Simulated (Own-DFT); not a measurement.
# What a defect does to the pressure of its cell: 2H SiC

No measurement is shown. These are fixed-geometry runs of a retired plane-wave code named Own-DFT, which no person has reviewed; spin and spin-orbit coupling are neglected.

Settings: PBE; PseudoDojo norm-conserving scalar-relativistic files; cutoff 42 hartree; 4 x 4 x 3 k mesh centred on Gamma; Fermi-Dirac smearing of 0.1 eV.

Caveats (not all hold for every row): some atoms lie very close together; not probed for a lower state with spin; forces on such cells moved up to 12 meV/angstrom on a denser k mesh; forces on such cells passed a denser k mesh, each cell not checked; stress not checked against mesh or cutoff.

All runs share one cell, with vectors in Å (9.248, 0.000, 0.000); (-4.624, 8.009, 0.000); (0.000, 0.000, 10.068) and a volume of 745.7 Å³. The atoms are randomly displaced, by u rms on each axis. The defect's site can differ from row to row.

```
cell,formula,u (Å),P (GPa)
no defect,C36Si36,0.0302,3.88
no defect,C36Si36,0.0319,3.98
no defect,C36Si36,0.0581,6.11
one C on a Si site and one Si on a C site,C36Si36,0.0286,7.48
one C on a Si site and one Si on a C site,C36Si36,0.0294,7.26
one C on a Si site and one Si on a C site,C36Si36,0.0520,9.65
one Si on a C site,C35Si37,0.0295,10.28
one Si on a C site,C35Si37,0.0489,11.73
one Si on a C site,C35Si37,0.0533,12.13
one C vacancy,C35Si36,0.0289,?
one C vacancy,C35Si36,0.0292,3.65
one C vacancy,C35Si36,0.0298,3.63
one C vacancy,C35Si36,0.0300,3.70
one Al on a Si site and one N on a C site,AlC35NSi35,0.0300,3.92
one Al on a Si site and one N on a C site,AlC35NSi35,0.0473,5.29
one Al on a Si site and one N on a C site,AlC35NSi35,0.0511,5.64
```

## Analysis

P = P0 + c u² + a shift for each defect gives P0 = 2.88 GPa, c = 1004 ± 47 GPa/Å² and a scatter of 0.15 GPa. The shifts, and each times the cell's volume:

- one Si on a C site: 6.46 ± 0.12 GPa, 30.1 eV
- one C on a Si site and one Si on a C site: 3.78 ± 0.12 GPa, 17.6 eV
- one Al on a Si site and one N on a C site: 0.14 ± 0.12 GPa, 0.7 eV (not resolved)
- one C vacancy: -0.10 ± 0.13 GPa, -0.5 eV (not resolved)

Against the defect-free cell, a freed cell would be larger where the shift is positive and smaller where it is negative (160.2 GPa Å³ is 1 eV). The atoms around the defects weren't relaxed, which would change these numbers.

## Check

The question: what pressure belongs in the blank (one C vacancy, u = 0.0289 Å)?

The fitted form gives 3.62 ± 0.17 GPa. The calculation gave 3.58 GPa.
